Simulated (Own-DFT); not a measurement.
# Response to strain: hcp Hf, 36 atoms (Hf36)

All numbers below are calculated, not measured. They come from Own-DFT, an in-house plane-wave density functional program, since retired, whose code no person has reviewed. Each row is one single-point run on a periodic cell that was not relaxed, without spin or spin-orbit coupling.

Settings of every run: PBE; PseudoDojo norm-conserving scalar-relativistic files; cutoff 42 hartree; 4 x 4 x 4 k mesh centred on Gamma; cold (Marzari-Vanderbilt) smearing of 0.2 eV.

Known limits: hafnium file: forces about 75 meV/angstrom off all-electron values; forces on such cells passed a denser k mesh, each cell not checked; stress not checked against mesh or cutoff.

Unstrained cell vectors in Å: (9.589, 0.000, 0.000); (-4.795, 8.304, 0.000); (0.000, 0.000, 10.102). The unstrained cell has measured lattice constants (interpolated for alloys), not those of this functional. That, the random moves and any unrelaxed bonds set the pressure at no strain. Each run strains this cell uniformly, with the atoms carried along. Every atom was also moved at random, by a Gaussian of width 0.05 Å on each axis. Strain is the symmetric tensor, in per cent. Stress is positive in tension, and the pressure is minus a third of its trace.

| run | e_xx (%) | e_yy (%) | e_zz (%) | e_yz (%) | e_xz (%) | e_xy (%) | s_xx (GPa) | s_yy (GPa) | s_zz (GPa) | s_yz (GPa) | s_xz (GPa) | s_xy (GPa) | P (GPa) | E (meV/atom) |
|---|---|---|---|---|---|---|---|---|---|---|---|---|---|---|
| 1 | 0.19 | 1.81 | 0.20 | -0.90 | 0.19 | 0.50 | 0.26 | 2.64 | 0.32 | -0.86 | 0.27 | 0.78 | -1.07 | 0.5 |
| 2 | 0.18 | -0.53 | 1.50 | -1.55 | 1.73 | 0.28 | -0.43 | -1.01 | 1.00 | -1.51 | 1.56 | 0.36 | 0.15 | 12.2 |
| 3 | 1.28 | -0.36 | 1.18 | 1.78 | -0.11 | 1.21 | 1.56 | -0.37 | 1.22 | 1.66 | -0.16 | 1.84 | -0.80 | 13.3 |
| 4 | 1.63 | 1.72 | 0.63 | 0.97 | -0.18 | 0.84 | 3.23 | 3.12 | 1.89 | 1.03 | -0.27 | 1.10 | -2.75 | 9.5 |
| 5 | 0.95 | -0.37 | -0.63 | 0.83 | -0.89 | -1.66 | -0.05 | -2.07 | -2.66 | 0.86 | -0.72 | -2.33 | 1.59 | 12.6 |
| 6 | -0.27 | 1.75 | 0.38 | -1.22 | -1.55 | -0.49 | -0.64 | 2.04 | 0.06 | -1.09 | -1.67 | -0.58 | -0.49 | 16.5 |
| 7 | 1.48 | 1.08 | 0.40 | -0.10 | -0.95 | 1.53 | 2.33 | 1.81 | 0.98 | -0.02 | -0.99 | 2.06 | -1.71 | 8.4 |
| 8 | 1.18 | -0.84 | 1.96 | 1.91 | 1.57 | 1.46 | 1.84 | -1.14 | 2.39 | 1.77 | 1.37 | 1.90 | -1.03 | 17.0 |
| 9 | 1.70 | 1.05 | -1.98 | -1.45 | -0.58 | -0.90 | 1.09 | 0.37 | -4.12 | -1.49 | -0.69 | -1.11 | 0.89 | 23.4 |
| 10 | 0.59 | -1.25 | 1.06 | -0.70 | 0.12 | -0.99 | -0.33 | -2.36 | 0.33 | -0.73 | 0.09 | -1.61 | 0.79 | 0.0 |
| 11 | 1.51 | 0.65 | 1.88 | -0.61 | -0.36 | -0.82 | 2.84 | 2.23 | 3.48 | -0.59 | -0.49 | -1.32 | -2.85 | 10.0 |
| 12 | 1.01 | -1.92 | -1.02 | -0.92 | 1.29 | 1.50 | -1.57 | -5.54 | -4.84 | -1.15 | 1.26 | 2.36 | 3.98 | 35.1 |
| 13 | -0.30 | 0.39 | 0.96 | 1.85 | -1.59 | 0.06 | -1.33 | 0.40 | 0.27 | 1.60 | -1.48 | 0.06 | 0.22 | 12.0 |
| 14 | -1.76 | 1.56 | -0.57 | -1.96 | -0.26 | -1.97 | -4.43 | 0.03 | -2.98 | -1.77 | -0.42 | -2.36 | 2.46 | 25.2 |
| 15 | -1.71 | -0.69 | 1.12 | 0.97 | 1.06 | -1.14 | -4.11 | -3.30 | -0.99 | 1.00 | 1.17 | -1.66 | 2.80 | 15.5 |
| 16 | 0.72 | 0.86 | 0.25 | -0.10 | -0.94 | -0.53 | ? | ? | ? | ? | ? | ? | ? | ? |

E is the free energy for each atom above the lowest run shown.

## Worked fit

Each stress component was fitted by least squares to a constant and the strains of the runs shown, as fractions, with shears doubled. Shear strains stay in the fit of a normal stress only where such slopes are resolved. The slopes, in GPa:

| stress | at no strain | per e_xx | per e_yy | per e_zz | scatter |
|---|---|---|---|---|---|
| s_xx | -1.4 | 191 ± 4 | 59 ± 4 | 69 ± 4 | 0.18 |
| s_yy | -1.4 | 62 ± 7 | 197 ± 6 | 76 ± 7 | 0.28 |
| s_zz | -1.8 | 64 ± 4 | 74 ± 4 | 210 ± 4 | 0.17 |

Each shear stress against twice its own strain: yz 49 ± 1, xz 48 ± 2, xy 73 ± 2 GPa. These are stiffnesses along x, y and z of the frame in which the cell vectors are given, which need not be the crystal's axes. The atoms are held to the strained lattice; where symmetry lets them move under strain, relaxing them would lower some slopes. The table should be nearly symmetric about its diagonal, and what it lacks of that shows the noise. A ninth of its sum, 111 ± 2 GPa, estimates the bulk modulus near the mean pressure of these runs, 0.1 GPa.

## Withheld run

Question: what normal stresses and pressure should run 16 give?

The fit gives s_xx = 0.6, s_yy = 0.9, s_zz = -0.1 and P = -0.5 GPa. The calculation gave 1.04, 0.64, -0.01 and P = -0.56 GPa.
